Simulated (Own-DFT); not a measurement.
# Strain and stress in wurtzite GaN, 96 atoms (Ga48N48)

Calculated results; nothing here was measured. The program, named Own-DFT, is a retired in-house plane-wave density functional code that no person has reviewed. Each row is one single-point run on a periodic cell that was not relaxed, without spin or spin-orbit coupling.

Settings of every run: PBE; PseudoDojo norm-conserving scalar-relativistic files; cutoff 42 hartree; 3 x 4 x 3 k mesh centred on Gamma; Fermi-Dirac smearing of 0.1 eV.

Known limits: forces on such cells passed a denser k mesh, each cell not checked; stress not checked against mesh or cutoff.

Unstrained cell vectors in Å: (12.756, 0.000, 0.000); (-4.783, 8.285, 0.000); (0.000, 0.000, 10.370). The unstrained cell has measured lattice constants (interpolated for alloys), not those of this functional. That, the random moves and any unrelaxed bonds set the pressure at no strain. Each run strains this cell uniformly, with the atoms carried along. Every atom was also moved at random, by a Gaussian of width 0.05 Å on each axis. Strain is the symmetric tensor, in per cent. Stress is positive in tension, and the pressure is minus a third of its trace.

| run | e_xx (%) | e_yy (%) | e_zz (%) | e_yz (%) | e_xz (%) | e_xy (%) | s_xx (GPa) | s_yy (GPa) | s_zz (GPa) | s_yz (GPa) | s_xz (GPa) | s_xy (GPa) | P (GPa) | E (meV/atom) |
|---|---|---|---|---|---|---|---|---|---|---|---|---|---|---|
| 1 | 0.61 | 0.36 | 1.41 | -0.77 | -1.98 | 0.29 | -4.07 | -3.02 | -2.52 | -1.24 | -4.18 | 0.85 | 3.20 | 8.1 |
| 2 | -1.88 | 0.47 | 0.66 | 0.41 | -1.22 | -0.26 | -13.90 | -7.44 | -6.30 | 1.77 | -2.63 | 0.76 | 9.21 | 25.5 |
| 3 | -1.09 | -0.99 | -1.05 | 0.77 | 1.99 | -0.92 | -15.44 | -13.79 | -14.21 | 1.82 | 5.01 | -4.98 | 14.48 | 35.1 |
| 4 | 1.04 | 1.62 | -1.65 | -1.24 | 1.12 | 0.33 | -1.61 | -2.08 | -14.29 | -2.86 | 2.40 | 1.31 | 6.00 | 17.2 |
| 5 | -0.15 | -1.68 | -1.65 | -1.87 | 0.71 | -1.56 | -11.68 | -16.96 | -17.79 | -4.39 | 1.66 | -5.92 | 15.48 | 53.2 |
| 6 | 0.18 | 1.13 | -0.93 | -1.63 | -1.10 | 0.68 | -6.99 | -3.04 | -11.33 | -3.14 | -2.80 | 1.49 | 7.12 | 21.5 |
| 7 | -0.48 | -1.20 | 1.12 | 0.92 | -1.17 | -0.11 | -8.84 | -14.44 | -5.19 | 2.89 | -2.19 | -0.09 | 9.49 | 36.6 |
| 8 | 0.09 | -0.56 | 1.39 | -1.34 | -1.10 | 1.11 | -5.88 | -9.80 | -2.21 | -2.42 | -2.52 | 2.95 | 5.96 | 12.7 |
| 9 | 0.82 | 1.60 | -0.01 | 0.62 | -1.05 | 1.57 | -2.54 | -1.55 | -5.62 | 1.22 | -1.84 | 5.05 | 3.23 | 12.4 |
| 10 | 0.12 | -1.64 | -0.54 | 1.97 | 1.31 | 0.90 | -11.00 | -13.06 | -11.89 | 3.75 | 3.24 | 2.97 | 11.99 | 38.4 |
| 11 | 0.35 | 1.84 | -0.49 | 1.83 | -0.44 | 0.01 | -2.51 | -0.64 | -9.96 | 3.07 | -0.54 | 0.22 | 4.37 | 9.9 |
| 12 | -0.69 | -0.11 | 0.29 | 1.51 | 0.57 | -0.15 | -9.29 | -9.12 | -7.27 | 3.13 | 1.36 | -0.21 | 8.56 | 13.9 |
| 13 | -2.00 | 1.32 | 0.78 | -1.93 | 0.43 | 0.89 | -12.89 | -4.25 | -5.09 | -3.56 | 1.26 | 1.16 | 7.41 | 26.9 |
| 14 | 0.30 | 1.24 | 1.32 | 1.30 | -0.68 | 1.41 | -3.99 | -0.09 | -2.32 | 2.31 | -0.94 | 4.60 | 2.14 | 0.0 |
| 15 | -1.74 | 0.45 | -0.66 | -0.30 | -1.68 | 0.79 | -14.21 | -7.09 | -15.04 | -0.52 | -2.59 | 3.06 | 12.11 | 49.0 |
| 16 | -1.93 | -0.28 | -0.78 | 0.31 | 0.71 | 0.95 | -17.59 | -10.20 | -14.71 | -0.27 | 2.13 | 2.16 | 14.17 | 43.2 |
| 17 | -1.67 | -1.75 | -0.40 | -1.75 | -1.06 | 1.39 | -18.07 | -16.37 | -13.36 | -4.06 | -3.51 | 3.87 | 15.93 | 46.7 |
| 18 | -1.53 | 0.45 | 0.58 | 0.39 | 1.82 | -0.37 | ? | ? | ? | ? | ? | ? | ? | ? |

E is the free energy for each atom above the lowest run shown.

## Worked fit

Each stress component was fitted by least squares to a constant and the strains of the runs shown, as fractions, with shears doubled. Shear strains stay in the fit of a normal stress only where such slopes are resolved. The slopes, in GPa:

```
stress  at no strain  per e_xx  per e_yy  per e_zz  scatter
  s_xx          -7.6  414 ± 25  154 ± 21  100 ± 24     0.98
  s_yy          -7.8   87 ± 30  411 ± 25   72 ± 29     1.21
  s_zz          -8.7   92 ± 24   69 ± 20  458 ± 23     0.96
```

Each shear stress against twice its own strain: yz 100 ± 5, xz 112 ± 7, xy 154 ± 13 GPa. These are stiffnesses along x, y and z of the frame in which the cell vectors are given, which need not be the crystal's axes. The atoms are held to the strained lattice; where symmetry lets them move under strain, relaxing them would lower some slopes. The table should be nearly symmetric about its diagonal, and what it lacks of that shows the noise. A ninth of its sum, 206 ± 3 GPa, estimates the bulk modulus near the mean pressure of these runs, 8.9 GPa, so it lies above the value at zero pressure.

## Withheld run

Question: what normal stresses and pressure should run 18 give?

The fit gives s_xx = -12.6, s_yy = -6.8, s_zz = -7.1 and P = 8.9 GPa. The calculation gave -13.15, -5.93, -7.03 and P = 8.70 GPa.
